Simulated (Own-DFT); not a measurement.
# Stretching a layer in its plane: wurtzite AlGaN with randomly placed atoms, 72 atoms (Al9Ga27N36)

No measurement is shown. These are fixed-geometry runs of a retired plane-wave code named Own-DFT, which no person has reviewed; spin and spin-orbit coupling are neglected.

Method: PBE; PseudoDojo norm-conserving scalar-relativistic files; cutoff 42 hartree; 4 x 4 x 3 k mesh centred on Gamma; Fermi-Dirac smearing of 0.1 eV.

Keep in mind: forces on such cells passed a denser k mesh, each cell not checked; stress not checked against mesh or cutoff.

Unstrained cell vectors in Å: (9.509, 0.000, 0.000); (-4.755, 8.235, 0.000); (0.000, 0.000, 10.268). The unstrained cell has measured lattice constants (interpolated for alloys), not those of this functional. That, the random moves and any unrelaxed bonds set the pressure at no strain. Each run strains x and y alike by e, as a substrate would, and holds the height along z. Random moves of width 0.05 Å per axis were added to every atom. The random placing of the alloy's atoms differs from row to row. Stress is positive in tension.

| e (%) | u (Å) | (s_xx + s_yy)/2 (GPa) | s_zz (GPa) |
|---|---|---|---|
| -3.00 | 0.048 | -26.19 | -13.38 |
| -2.75 | 0.054 | -25.34 | -12.71 |
| -1.50 | 0.049 | -15.56 | -11.22 |
| -1.00 | 0.048 | -13.10 | -8.59 |
| -0.50 | 0.050 | -10.27 | -8.27 |
| -0.25 | 0.050 | -8.87 | -7.74 |
| 0.25 | 0.052 | -6.99 | -5.97 |
| 1.00 | 0.049 | ? | ? |
| 1.50 | 0.045 | 1.01 | -6.12 |
| 2.50 | 0.050 | 4.32 | -3.78 |

## Working it out

With e as a fraction, the in-plane stress is -7.4 + 550 e - 2877 e² GPa (errors 14 and 724, scatter 0.66), and s_zz is -7.7 + 174 e GPa (slope ± 16, scatter 0.84). At e = 0 the first slope is C11 + C12 and the second 2 C13, both with the ions held to the strained lattice and at the cell's own pressure. The term in e² is negative: the layer stiffens under compression and softens under tension. A free layer would change its height as e changes, and the in-plane slope would drop by 2 C13²/C33 to the biaxial modulus. At fixed height, a misfit of 1 % moves the in-plane stress by about 5.5 GPa and s_zz by 1.7 GPa.

## Check

Question: what are the two stresses at e = 1.00 %?

The fitted form gives -2.2 and -6.0 GPa. The calculation gave -1.49 and -7.42 GPa.
